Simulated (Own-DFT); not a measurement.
# Response to strain: grey tin, 64 atoms (Sn64)

Calculated results; nothing here was measured. The program, named Own-DFT, is a retired in-house plane-wave density functional code that no person has reviewed. Each row is one single-point run on a periodic cell that was not relaxed, without spin or spin-orbit coupling.

Settings of every run: PBE; PseudoDojo norm-conserving scalar-relativistic files; cutoff 42 hartree; 3 x 3 x 3 k mesh centred on Gamma; cold (Marzari-Vanderbilt) smearing of 0.2 eV.

Known limits: forces on such cells moved up to 12 meV/angstrom on a denser k mesh; stress not checked against mesh or cutoff.

Unstrained cell vectors in Å: (12.978, 0.000, 0.000); (0.000, 12.978, 0.000); (0.000, 0.000, 12.978). The unstrained cell has measured lattice constants (interpolated for alloys), not those of this functional. That, the random moves and any unrelaxed bonds set the pressure at no strain. Each run strains this cell uniformly, with the atoms carried along. Every atom was also moved at random, by a Gaussian of width 0.05 Å on each axis. Strain is the symmetric tensor, in per cent. Stress is positive in tension, and the pressure is minus a third of its trace.

```
run  e_xx (%)  e_yy (%)  e_zz (%)  e_yz (%)  e_xz (%)  e_xy (%)  s_xx (GPa)  s_yy (GPa)  s_zz (GPa)  s_yz (GPa)  s_xz (GPa)  s_xy (GPa)  P (GPa)  E (meV/atom)
  1     -0.85      0.42     -0.77     -0.68      1.86     -0.99       -4.54       -4.15       -4.48       -0.91        2.06       -0.46     4.39          26.9
  2     -1.82      1.93      0.18      1.36      1.76     -1.22       -4.21       -3.13       -3.67        2.01        1.98       -1.15     3.67          19.6
  3     -1.70     -0.80     -0.21      0.66     -0.75      1.23       -5.60       -5.41       -5.07        1.23       -1.22        1.84     5.36          48.3
  4     -1.96     -1.14      1.40      0.24     -0.47     -0.42       -4.90       -4.65       -3.97        0.19       -0.73       -0.65     4.51          17.8
  5     -1.09      1.36      1.42      0.65      0.81     -0.60       -3.26       -2.65       -2.65        0.62        1.10       -0.71     2.85           0.9
  6     -1.73     -1.96      1.38      1.20      0.04     -0.74       -5.30       -5.48       -4.47        0.98        0.19       -0.70     5.09          48.0
  7     -0.26     -1.51     -1.54      0.66      1.42     -1.85       -5.40       -5.84       -5.88        0.58        1.52       -2.46     5.71          55.7
  8      0.63     -1.23     -1.11      1.94     -0.20     -0.95       -4.36       -4.87       -4.86        2.42       -0.06       -1.28     4.70          30.4
  9      0.69      1.93     -1.91     -1.52     -0.69      1.60       -3.28       -2.88       -3.95       -1.12       -0.29        2.12     3.37          12.6
 10     -1.42      1.85     -1.80      1.96      0.41      0.14       -4.84       -3.98       -4.98        2.26        0.78       -0.13     4.60          41.0
 11      0.51     -1.66     -1.39     -0.40     -0.75     -0.14       -4.67       -5.29       -5.24       -0.45       -0.50       -0.37     5.07          33.4
 12      0.41      1.24     -1.77     -0.44      1.28      0.86       -3.65       -3.33       -4.21       -0.60        0.95        0.96     3.73          12.9
 13     -2.00      1.18      1.81     -1.34      0.56      0.74       -3.73       -2.91       -2.74       -1.43        0.39        0.75     3.13           0.0
 14     -0.89     -1.81      1.28     -0.53     -1.75      0.40       -4.64       -4.88       -4.03       -0.55       -2.13       -0.10     4.51          30.0
 15      0.25     -1.14      0.16     -0.35      1.80      1.43       -4.02       -4.39       -4.12       -0.06        2.19        1.42     4.18          26.5
 16     -1.16     -1.32      0.81      0.29      1.11      1.39       -4.92       -4.91       -4.30        0.42        1.58        1.21     4.71          36.5
 17     -0.86      1.85      0.35      0.84      1.59     -0.62       -3.47       -2.67       -3.14        1.17        2.22       -0.68     3.09           7.5
 18     -1.00      0.59      1.66      1.92      1.66     -0.57           ?           ?           ?           ?           ?           ?        ?             ?
```

E is the free energy for each atom above the lowest run shown.

## Worked fit

Each stress component was fitted by least squares to a constant and the strains of the runs shown, as fractions, with shears doubled. Shear strains stay in the fit of a normal stress only where such slopes are resolved. The slopes, in GPa:

```
stress  at no strain  per e_xx  per e_yy  per e_zz  scatter
  s_xx          -3.7    76 ± 3    45 ± 1    49 ± 2     0.09
  s_yy          -3.7    52 ± 4    75 ± 2    50 ± 3     0.10
  s_zz          -3.8    47 ± 3    45 ± 2    75 ± 3     0.09
```

Each shear stress against twice its own strain: yz 60 ± 4, xz 56 ± 4, xy 55 ± 5 GPa. These are stiffnesses along x, y and z of the frame in which the cell vectors are given, which need not be the crystal's axes. The atoms are held to the strained lattice; where symmetry lets them move under strain, relaxing them would lower some slopes. The table should be nearly symmetric about its diagonal, and what it lacks of that shows the noise. A ninth of its sum, 57 ± 1 GPa, estimates the bulk modulus near the mean pressure of these runs, 4.3 GPa, so it lies above the value at zero pressure.

## Withheld run

Question: what normal stresses and pressure should run 18 give?

The fit gives s_xx = -3.4, s_yy = -3.0, s_zz = -2.7 and P = 3.0 GPa. The calculation gave -3.56, -3.15, -2.84 and P = 3.18 GPa.
